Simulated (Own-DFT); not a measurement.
Simulation results for Al$_{3}$GaAs$_{4}$ (zincblende random alloy, strained, atoms displaced)

Computed with Own-DFT development build. A calculation, not a measurement: plane-wave density functional theory by an unreviewed code, no spin, of a simulated periodic cell, stress positive in tension, run twice, with PBE and with PBEsol, both on files made for PBE, so the change isn't that of files made for PBEsol, forces on such cells passed a denser k mesh, this cell's mesh not checked; the far tail of each file's local potential was reset to the Coulomb form; each entry is a single point on an unrelaxed cell, so the pressure reflects the starting lattice, mostly measured values (interpolated for alloys), from which strain is counted, and rises with the displacements; printed positions are rounded, which can move forces by about a meV/angstrom; the program, named Own-DFT, is a retired in-house code; no spin-orbit coupling; stress was not checked against mesh or cutoff.

```yaml
- formula: Al3GaAs4
  kind: "zincblende random alloy, strained, atoms displaced"
  structure:
    cell_angstrom:
      - [11.118, 0.1621, -0.1174]
      - [0.1621, 11.1108, -0.1985]
      - [-0.1174, -0.1985, 11.0992]
    atoms_fractional:
      - [Al, 0.99824, 0.99539, 0.99975]
      - [Ga, 0.9952, 0.25004, 0.24525]
      - [Al, 0.25385, 0.99955, 0.25104]
      - [Ga, 0.25021, 0.25359, 0.01011]
      - [As, 0.11954, 0.12291, 0.13111]
      - [As, 0.12366, 0.37254, 0.38054]
      - [As, 0.37808, 0.12953, 0.37431]
      - [As, 0.37849, 0.37304, 0.12321]
      - [Al, 0.00217, 0.99766, 0.4985]
      - [Al, 0.00614, 0.24607, 0.74852]
      - [Al, 0.24771, 0.99664, 0.75674]
      - [Al, 0.25275, 0.2518, 0.49532]
      - [As, 0.12651, 0.12127, 0.6384]
      - [As, 0.12934, 0.38137, 0.88185]
      - [As, 0.37381, 0.1222, 0.88114]
      - [As, 0.37096, 0.3686, 0.61678]
      - [Al, 0.00394, 0.49912, 0.99954]
      - [Al, 0.00691, 0.74466, 0.25091]
      - [Ga, 0.24669, 0.49965, 0.24285]
      - [Al, 0.24787, 0.74428, 0.00268]
      - [As, 0.12297, 0.62752, 0.11722]
      - [As, 0.11954, 0.88122, 0.37371]
      - [As, 0.38339, 0.62758, 0.37193]
      - [As, 0.35813, 0.8784, 0.12396]
      - [Al, 0.00275, 0.50307, 0.50029]
      - [Al, 0.99904, 0.74305, 0.74396]
      - [Al, 0.25219, 0.50171, 0.74948]
      - [Al, 0.25042, 0.74959, 0.49617]
      - [As, 0.11945, 0.62998, 0.62357]
      - [As, 0.13256, 0.87946, 0.88232]
      - [As, 0.37485, 0.62634, 0.87308]
      - [As, 0.36838, 0.87784, 0.62499]
      - [Al, 0.50239, 0.99693, 0.99764]
      - [Al, 0.50114, 0.24331, 0.25705]
      - [Al, 0.74574, 0.0, 0.2475]
      - [Al, 0.75038, 0.25128, 0.99271]
      - [As, 0.62523, 0.12197, 0.13225]
      - [As, 0.62216, 0.37613, 0.37909]
      - [As, 0.86999, 0.13042, 0.38434]
      - [As, 0.87403, 0.37273, 0.12022]
      - [Ga, 0.4996, 0.99935, 0.49958]
      - [Ga, 0.50196, 0.25429, 0.75801]
      - [Al, 0.74617, 0.00418, 0.75481]
      - [Ga, 0.74382, 0.25147, 0.49177]
      - [As, 0.62719, 0.12542, 0.62932]
      - [As, 0.62344, 0.38059, 0.86501]
      - [As, 0.87231, 0.13084, 0.87876]
      - [As, 0.87692, 0.38179, 0.61751]
      - [Al, 0.50253, 0.49922, 0.00511]
      - [Al, 0.49847, 0.75239, 0.24313]
      - [Ga, 0.75332, 0.50393, 0.25241]
      - [Al, 0.75969, 0.74633, 0.9958]
      - [As, 0.61734, 0.62259, 0.12192]
      - [As, 0.61967, 0.87912, 0.38092]
      - [As, 0.86872, 0.61983, 0.37035]
      - [As, 0.86486, 0.87127, 0.12045]
      - [Ga, 0.49414, 0.5015, 0.49883]
      - [Al, 0.5023, 0.76268, 0.75001]
      - [Al, 0.7489, 0.5011, 0.74649]
      - [Al, 0.74811, 0.74772, 0.49357]
      - [As, 0.62615, 0.62905, 0.6187]
      - [As, 0.62481, 0.88014, 0.86838]
      - [As, 0.87118, 0.62618, 0.8768]
      - [As, 0.87246, 0.87414, 0.62213]
  settings:
    functional: "PBE, then PBEsol"
    potential_files: "PseudoDojo norm-conserving, scalar-relativistic, standard set"
    "wave_cutoff [hartree]": 42.0
    occupations: Fermi-Dirac
    "smearing_width [eV]": 0.1
    k_mesh: "3 x 3 x 3 centred on Gamma"
  results:
    "PBE_pressure [GPa]": 8.78
    "PBE_stress_xx [GPa]": -8.7
    "PBE_stress_yy [GPa]": -8.9
    "PBE_stress_zz [GPa]": -8.74
    "PBE_stress_yz [GPa]": -4.56
    "PBE_stress_xz [GPa]": -0.93
    "PBE_stress_xy [GPa]": 2.93
    "PBEsol_pressure [GPa]": 6.4
    "PBEsol_stress_xx [GPa]": -6.32
    "PBEsol_stress_yy [GPa]": -6.5
    "PBEsol_stress_zz [GPa]": -6.37
    "PBEsol_stress_yz [GPa]": -4.47
    "PBEsol_stress_xz [GPa]": -0.89
    "PBEsol_stress_xy [GPa]": 2.85
    force_element: [Al, Ga, Al, Ga, As, As, As, As, Al, Al, Al, Al, As, As, As, As, Al, Al, Ga, Al, As, As, As, As, Al, Al, Al, Al, As, As, As, As, Al, Al, Al, Al, As, As, As, As, Ga, Ga, Al, Ga, As, As, As, As, Al, Al, Ga, Al, As, As, As, As, Ga, Al, Al, Al, As, As, As, As]
    "PBE_force_x [eV/angstrom]": [-0.715, -0.407, -1.269, -0.756, 0.789, 0.058, -0.219, 0.852, -1.062, -1.432, 0.352, -1.258, 0.798, 0.419, 0.22, 1.006, -1.537, -1.567, 0.135, 0.009, 0.378, 1.406, -1.07, 2.43, -0.798, -0.851, -0.499, -0.447, 1.941, -0.88, 1.027, 0.535, -0.63, -0.127, 0.529, -1.584, -0.057, 0.014, 1.239, 0.032, -0.81, -1.345, 0.762, -0.295, -0.346, 0.888, 1.416, 0.246, -1.143, -0.451, -1.639, -2.842, 1.957, 0.912, 2.157, 1.83, 0.103, -0.853, -0.033, -0.176, -0.293, 1.153, 1.615, 0.183]
    "PBE_force_y [eV/angstrom]": [0.338, -0.001, 0.916, -1.029, -0.13, 0.515, -0.864, 0.226, 0.863, 1.555, 0.125, -1.294, -0.179, -0.846, 0.773, 1.177, -0.006, 0.433, -0.079, 0.068, -0.269, -0.72, 0.144, -0.695, -0.168, 1.605, -0.382, -0.049, -0.658, -1.16, 0.326, 0.088, 0.044, 0.962, -0.437, 0.372, 0.814, 0.675, -1.219, 0.902, 0.675, -1.211, -0.322, 0.296, 0.572, 0.557, -0.902, -0.875, -0.653, 0.695, -1.551, 0.31, 0.98, -0.713, 1.373, 0.573, -0.329, -1.499, 0.173, 0.294, 0.069, -0.374, -1.128, 0.254]
    "PBE_force_z [eV/angstrom]": [0.465, 1.321, 1.143, -0.432, -0.727, -1.437, 0.023, 0.784, 1.419, 0.945, 0.286, 0.625, -2.309, -1.37, -0.415, 1.268, 0.259, 0.068, 0.96, -0.537, 0.553, -0.668, -0.733, -0.853, -0.142, 1.676, -0.319, 0.088, -0.713, -0.915, -0.02, -0.436, 1.084, -0.469, 1.509, 1.066, -1.727, -1.249, -1.783, -0.108, 1.279, -0.895, -0.357, 2.054, -0.705, 1.287, -1.034, 0.513, -1.179, 0.534, -1.138, 0.432, 0.215, -1.719, 0.651, 1.018, 0.819, -0.606, -0.262, 0.544, 0.511, 1.081, -1.337, 0.116]
    "PBEsol_force_x [eV/angstrom]": [-0.706, -0.378, -1.246, -0.71, 0.75, 0.042, -0.154, 0.687, -1.045, -1.412, 0.345, -1.233, 0.789, 0.472, 0.203, 1.095, -1.511, -1.541, 0.154, 0.012, 0.431, 1.384, -1.033, 2.375, -0.793, -0.842, -0.485, -0.438, 1.909, -0.851, 1.009, 0.577, -0.617, -0.126, 0.519, -1.565, -0.057, 0.064, 1.17, 0.042, -0.764, -1.276, 0.752, -0.268, -0.415, 0.79, 1.395, 0.189, -1.132, -0.443, -1.566, -2.8, 1.982, 0.813, 2.03, 1.8, 0.125, -0.84, -0.037, -0.179, -0.349, 1.138, 1.593, 0.175]
    "PBEsol_force_y [eV/angstrom]": [0.335, 0.009, 0.906, -0.975, -0.008, 0.497, -0.911, 0.206, 0.854, 1.531, 0.126, -1.282, -0.184, -0.892, 0.862, 1.167, -0.009, 0.423, -0.077, 0.064, -0.325, -0.707, 0.017, -0.685, -0.168, 1.582, -0.379, -0.048, -0.647, -1.138, 0.323, 0.136, 0.048, 0.944, -0.424, 0.364, 0.799, 0.698, -1.07, 0.876, 0.66, -1.161, -0.32, 0.299, 0.611, 0.464, -0.886, -0.909, -0.648, 0.684, -1.492, 0.306, 0.911, -0.62, 1.258, 0.563, -0.315, -1.477, 0.165, 0.287, 0.011, -0.36, -1.114, 0.246]
    "PBEsol_force_z [eV/angstrom]": [0.456, 1.266, 1.131, -0.431, -0.69, -1.516, 0.084, 0.764, 1.402, 0.932, 0.279, 0.611, -2.266, -1.281, -0.392, 1.25, 0.263, 0.067, 0.912, -0.529, 0.597, -0.663, -0.695, -0.85, -0.145, 1.65, -0.311, 0.087, -0.705, -0.889, -0.015, -0.478, 1.07, -0.458, 1.488, 1.051, -1.696, -1.132, -1.723, 0.021, 1.221, -0.885, -0.348, 1.968, -0.743, 1.193, -1.014, 0.449, -1.166, 0.53, -1.097, 0.428, 0.269, -1.603, 0.554, 0.997, 0.769, -0.602, -0.265, 0.536, 0.443, 1.059, -1.315, 0.111]
    "rms_change_of_force_components_from_PBE_to_PBEsol [eV/angstrom]": 0.045
```
